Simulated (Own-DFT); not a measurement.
# Energy and forces against displacement in beta-Si3N4, 42 atoms (N24Si18)

All numbers below are calculated, not measured. The program, named Own-DFT, is a retired in-house plane-wave density functional code that no person has reviewed. Each row is one single-point run on a periodic cell that was not relaxed, without spin or spin-orbit coupling.

Settings of every run: PBEsol; PseudoDojo norm-conserving scalar-relativistic files, made for PBE; cutoff 42 hartree; 3 x 3 x 3 k mesh centred on Gamma; Fermi-Dirac smearing of 0.1 eV.

Known limits, some of them of some rows only: some atoms lie very close together; forces on such cells passed a denser k mesh, each cell not checked; stress not checked against mesh or cutoff.

Cell vectors in Å: (7.606, 0.000, 0.000); (-3.803, 6.587, 0.000); (0.000, 0.000, 8.727). In each run every atom was moved at random and independently from its ideal site; u is the rms move along one axis. E is the free energy for each atom above the fitted value at u = 0, and F the rms of the force components.

| run | u (Å) | E (meV/atom) | F (eV/Å) | largest force (eV/Å) | P (GPa) |
|---|---|---|---|---|---|
| 1 | 0.0199 | 21.9 | 0.894 | 2.74 | 3.09 |
| 2 | 0.0218 | 21.0 | 0.856 | 3.06 | 3.21 |
| 3 | 0.0466 | 112.3 | 2.155 | 8.78 | 5.82 |
| 4 | 0.0483 | 100.1 | 1.815 | 5.32 | 5.05 |
| 5 | 0.0895 | 388.6 | 3.766 | 14.66 | 10.77 |
| 6 | 0.0963 | ? | ? | ? | ? |
| 7 | 0.1027 | 541.7 | 5.783 | 26.03 | 17.87 |
| 8 | 0.1430 | 1032.5 | 8.162 | 30.68 | 28.51 |

## Worked fit

For small independent moves the energy grows as E = (3/2) K u², with K the mean stiffness felt by one atom. The runs with u up to 0.11 Å give K = 32.6 ± 1.5 eV/Å², with residuals divided by u² + 0.0006 Å², since the noise grows with the moves. The scatter is 10.3 meV/atom at u = 0.05 Å. The forces follow F = G u with G = 44.8 eV/Å²; no force at u = 0 is resolved. G exceeds K because the moves of its neighbours add to the force on an atom, and stiffness differs between atoms. At u = 0.143 Å the parabola gives 1000 meV/atom and the run 1033. The pressure follows P = 2.38 + 1317 u² GPa: at fixed volume, shortened bonds push harder than stretched ones pull.

## Withheld run

Question: what energy and rms force should run 6 give?

The fit gives 453 ± 39 meV/atom and about 4.31 eV/Å. The calculation gave 414.3 meV/atom and 4.118 eV/Å.
